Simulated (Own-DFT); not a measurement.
# Energy and forces against displacement in zincblende InP, 64 atoms (In32P32)

All numbers below are calculated, not measured. They come from Own-DFT, an in-house plane-wave density functional program, since retired, whose code no person has reviewed. Each row is one single-point run on a periodic cell that was not relaxed, without spin or spin-orbit coupling.

Settings of every run: PBE; PseudoDojo norm-conserving scalar-relativistic files; cutoff 36 hartree; 3 x 3 x 3 k mesh centred on Gamma; Fermi-Dirac smearing of 0.1 eV.

Known limits, some of them of some rows only: some atoms lie very close together; forces on such cells moved up to 12 meV/angstrom on a denser k mesh; stress not checked against mesh or cutoff.

Cell vectors in Å: (11.737, 0.000, 0.000); (0.000, 11.737, 0.000); (0.000, 0.000, 11.737). In each run every atom was moved at random and independently from its ideal site; u is the rms move along one axis. E is the free energy for each atom above the fitted value at u = 0, and F the rms of the force components.

| run | u (Å) | E (meV/atom) | F (eV/Å) | largest force (eV/Å) | P (GPa) |
|---|---|---|---|---|---|
| 1 | 0.0188 | 4.8 | 0.238 | 0.67 | 3.20 |
| 2 | 0.0211 | 5.9 | 0.259 | 1.02 | 3.21 |
| 3 | 0.0460 | 30.8 | 0.565 | 1.98 | 3.56 |
| 4 | 0.0520 | 38.9 | 0.638 | 2.68 | 3.63 |
| 5 | 0.0553 | ? | ? | ? | ? |
| 6 | 0.1005 | 128.6 | 1.159 | 3.56 | 4.63 |
| 7 | 0.1007 | 153.8 | 1.306 | 4.24 | 5.01 |
| 8 | 0.1034 | 134.9 | 1.172 | 5.49 | 4.63 |
| 9 | 0.1539 | 360.4 | 2.292 | 11.58 | 7.83 |
| 10 | 0.2045 | 628.8 | 3.407 | 17.32 | 11.24 |

## Worked fit

For small independent moves the energy grows as E = (3/2) K u², with K the mean stiffness felt by one atom. The runs with u up to 0.11 Å give K = 9.2 ± 0.4 eV/Å², with residuals divided by u² + 0.0006 Å², since the noise grows with the moves. The scatter is 2.9 meV/atom at u = 0.05 Å. The forces follow F = G u with G = 12.2 eV/Å²; no force at u = 0 is resolved. G exceeds K because the moves of its neighbours add to the force on an atom, and stiffness differs between atoms. At u = 0.205 Å the parabola gives 576 meV/atom and the run 629. The pressure follows P = 3.18 + 153 u² GPa: at fixed volume, shortened bonds push harder than stretched ones pull.

## Withheld run

Question: what energy and rms force should run 5 give?

The fit gives 42 ± 4 meV/atom and about 0.67 eV/Å. The calculation gave 41.7 meV/atom and 0.653 eV/Å.
